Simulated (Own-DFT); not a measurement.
Simulation results for HfO₂ (monoclinic hafnia, atoms displaced)

All values are calculated (Own-DFT development build). A calculation, not a measurement: plane-wave PBE density functional theory by an unreviewed code, no spin, of a simulated periodic cell, stress positive in tension, free energy of the whole cell less one offset for each atom, hafnium file: forces about 75 meV/angstrom off all-electron values; oxygen file: force components 24 meV/angstrom off all-electron in one glass; forces on such cells passed a denser k mesh, this cell's mesh not checked; offsets are fitted by least squares, one for each functional and potential file, so energies compare only between cells with the same atoms and settings and are not formation energies; the far tail of each file's local potential was reset to the Coulomb form; each entry is a single point on an unrelaxed cell, so the pressure reflects the starting lattice, mostly measured values, from which strain is counted, and rises with the displacements; printed positions are rounded, which can move forces by about a meV/angstrom; the program is a retired in-house code; no spin-orbit coupling; before rounding, a Quantum ESPRESSO 7.3.1 run of the same cell and cutoff gave forces within 1 meV/angstrom rms on each cell, which checks the program and not the settings.

```xyz
96
Lattice="10.2340 0.0000 0.0000 0.0000 10.3500 0.0000 -1.6955 0.0000 10.4453" Properties=species:S:1:pos:R:3:force_x:R:1:force_y:R:1:force_z:R:1 formula=HfO2 functional=PBE potential_files=PseudoDojo_norm-conserving,scalar-relativistic,standard_set wave_cutoff=72 occupations=Fermi-Dirac smearing_width=0.1 k_mesh=2_x_2_x_2_centred_on_Gamma free_energy_of_cell_above_offsets=-98.134 pressure=3.89 stress_xx=-3.87 stress_yy=-3.69 stress_zz=-4.11 stress_yz=-0.01 stress_xz=-0.17 stress_xy=-0.41
Hf     1.2331     0.2001     1.1063     -0.556      0.228     -0.101
Hf     3.4490     2.7751     1.5263      0.443      0.074     -0.449
Hf     3.0466     4.9580     4.1106     -0.384      0.884      0.255
Hf     0.8458     2.3920     3.7034     -1.077      0.069     -0.112
O      0.0862     1.7359     1.8388     -0.284     -0.164     -0.439
O      4.6263     4.3017     0.8182     -0.039     -0.027       0.01
O      4.1857     3.4667     3.4083      0.392     -0.452     -0.087
O     -0.3626     0.8673     4.4459      -0.08      0.266     -0.263
O      1.8738     3.9190     2.4713      0.163     -0.261      0.282
O      2.8106     1.3196     0.1025      0.177     -0.054      0.257
O      2.3563     1.2428     2.7336      0.475     -0.028     -0.192
O      1.4830     3.8849     5.1140      -0.19     -0.862     -0.293
Hf     0.3660     0.1946     6.2788      0.281      0.069      0.478
Hf     2.5925     2.7600     6.7419     -0.036      0.816       0.05
Hf     2.1979     4.9686     9.3637      0.081     -0.243     -0.111
Hf    -0.0365     2.3609     8.9073     -0.107      0.324      0.441
O     -0.7293     1.7388     7.0568     -1.028     -0.007     -0.753
O      3.7646     4.2731     6.0102      0.526       0.29      0.047
O      3.3273     3.4409     8.6180      0.442     -0.063      0.386
O     -1.1742     0.8515     9.6675     -0.541     -0.098     -0.232
O      1.0383     3.9333     7.7484      0.011      -0.18     -0.288
O      1.9387     1.3249     5.3092      0.263       0.19      0.236
O      1.5052     1.2614     7.9292      0.633     -0.393      0.097
O      0.6153     3.8080    10.3315      0.087      0.434      0.119
Hf     1.2298     5.3823     1.0623      0.121      0.052      1.067
Hf     3.4853     7.9888     1.4855     -0.385     -0.318      0.706
Hf     3.0183    10.1299     4.1239      0.272     -0.059      -0.02
Hf     0.8360     7.5612     3.6936     -0.537     -0.359      0.229
O      0.0629     6.9031     1.8395       0.11     -0.355     -0.777
O      4.6098     9.5022     0.7805      0.502      0.044     -0.019
O      4.1585     8.6049     3.4026      0.309      0.136      0.202
O     -0.3113     6.0445     4.4112     -0.817     -0.449     -0.101
O      1.8741     9.0681     2.5045      0.092      0.462     -0.368
O      2.7891     6.5118     0.1385      0.305     -0.045     -0.572
O      2.3806     6.4266     2.6861      0.144      -0.18      0.192
O      1.4552     9.0374     5.1119      0.116     -0.123      0.114
Hf     0.3999     5.3568     6.2918      0.057      0.487     -0.024
Hf     2.6498     7.9860     6.7732      -0.97     -0.545     -0.882
Hf     2.2169    10.1422     9.3435     -0.813      0.081     -0.053
Hf    -0.0276     7.5516     8.9595       0.09      0.144     -1.006
O     -0.7592     6.8439     6.9889     -0.568      0.938        0.7
O      3.7796     9.5096     6.0295     -0.032     -0.099      0.091
O      3.3515     8.6055     8.6144      0.141      0.377      0.525
O     -1.1846     6.0437     9.6670      -0.23      0.195     -0.429
O      1.0343     9.0817     7.7268      0.012      0.136     -0.023
O      1.9607     6.4956     5.3089       0.45      0.471      0.463
O      1.5341     6.4344     7.9504       0.18      0.031      0.315
O      0.6417     9.0291    10.3443     -0.353      -0.25     -0.249
Hf     6.3829     0.2174     1.0066     -0.063     -0.309      1.948
Hf     8.5449     2.8240     1.5379      0.569      -0.71      0.222
Hf     8.1255     4.9646     4.1711      1.058      0.506     -0.737
Hf     5.9069     2.4037     3.7194      0.254     -0.924     -0.786
O      5.2314     1.6892     1.8146      -0.96      0.728     -0.216
O      9.7142     4.3220     0.8066      0.257      0.061      0.023
O      9.3118     3.4578     3.4092      0.181     -0.008       0.17
O      4.7650     0.8536     4.3632     -0.089     -0.036      0.557
O      7.0105     3.9158     2.4939     -0.346      0.208      0.266
O      7.9199     1.3040     0.0933      0.282       0.67     -0.115
O      7.4971     1.2636     2.7201      0.182       0.25      0.166
O      6.6073     3.8440     5.1144     -0.661     -0.288     -0.042
Hf     5.4918     0.2167     6.3364      0.126     -0.222      -0.46
Hf     7.7055     2.7616     6.7013      0.621      0.964      0.972
Hf     7.3469     4.9646     9.3600     -1.002      0.156     -0.558
Hf     5.0976     2.4033     8.9206     -0.117      0.231     -0.175
O      4.3436     1.7372     7.0211      0.052     -0.177     -0.058
O      8.8719     4.2950     5.9970      0.445     -0.255      0.442
O      8.4513     3.4790     8.6246      0.558     -0.628     -0.059
O      3.9181     0.8682     9.6303     -0.031      0.201     -0.585
O      6.1550     3.9469     7.7246     -0.073     -0.436      -0.22
O      7.0609     1.3305     5.3433     -0.123      -0.03      -0.06
O      6.6694     1.2514     7.9378     -0.146      0.186      0.008
O      5.7154     3.8415    10.3305      0.103     -0.142      0.044
Hf     6.3596     5.3850     1.1112     -0.053      0.179     -0.325
Hf     8.5888     7.9299     1.4833     -0.451      0.552      1.304
Hf     8.1270    10.1592     4.1567      0.195      -0.42     -1.474
Hf     5.9297     7.5985     3.6818      0.283     -0.314      0.029
O      5.1919     6.8997     1.8061      -0.08      0.097     -0.249
O      9.6664     9.4888     0.8075      1.166      0.444      0.035
O      9.2964     8.6297     3.4184      0.248      0.058      0.217
O      4.7707     6.0685     4.4126     -0.186     -0.285      0.001
O      6.9983     9.1271     2.5377     -0.168     -0.222     -0.615
O      7.9153     6.4870     0.0849      0.302      0.177       0.27
O      7.5070     6.4440     2.7220     -0.183     -0.198     -0.024
O      6.5895     9.0183     5.1145     -0.434      -0.03      0.218
Hf     5.4912     5.4014     6.2959      0.192      -0.07      0.291
Hf     7.7737     8.0002     6.7125     -0.738      -1.44      0.664
Hf     7.3075    10.1380     9.3545      0.073     -0.002       0.16
Hf     5.0896     7.5559     8.9108      0.665     -0.512      0.192
O      4.3558     6.8986     7.0374     -0.397      0.057     -0.228
O      8.8399     9.4942     6.0295      1.099      0.764      0.162
O      8.4631     8.6538     8.6357       0.69     -0.599     -0.049
O      3.9585     6.0365     9.6489     -0.808     -0.229     -0.182
O      6.1572     9.0924     7.7324     -0.123      0.336     -0.215
O      7.0954     6.4785     5.3446     -0.131      0.468      -0.16
O      6.6575     6.4569     7.9148      0.112     -0.242      0.443
O      5.7251     9.0025    10.3562       -0.2     -0.149     -0.632
```

Units: wave_cutoff in hartree; smearing_width, free_energy_of_cell_above_offsets in eV; pressure, stress_xx, stress_yy, stress_zz, stress_yz, stress_xz, stress_xy in GPa; force_x, force_y, force_z in eV/Å.
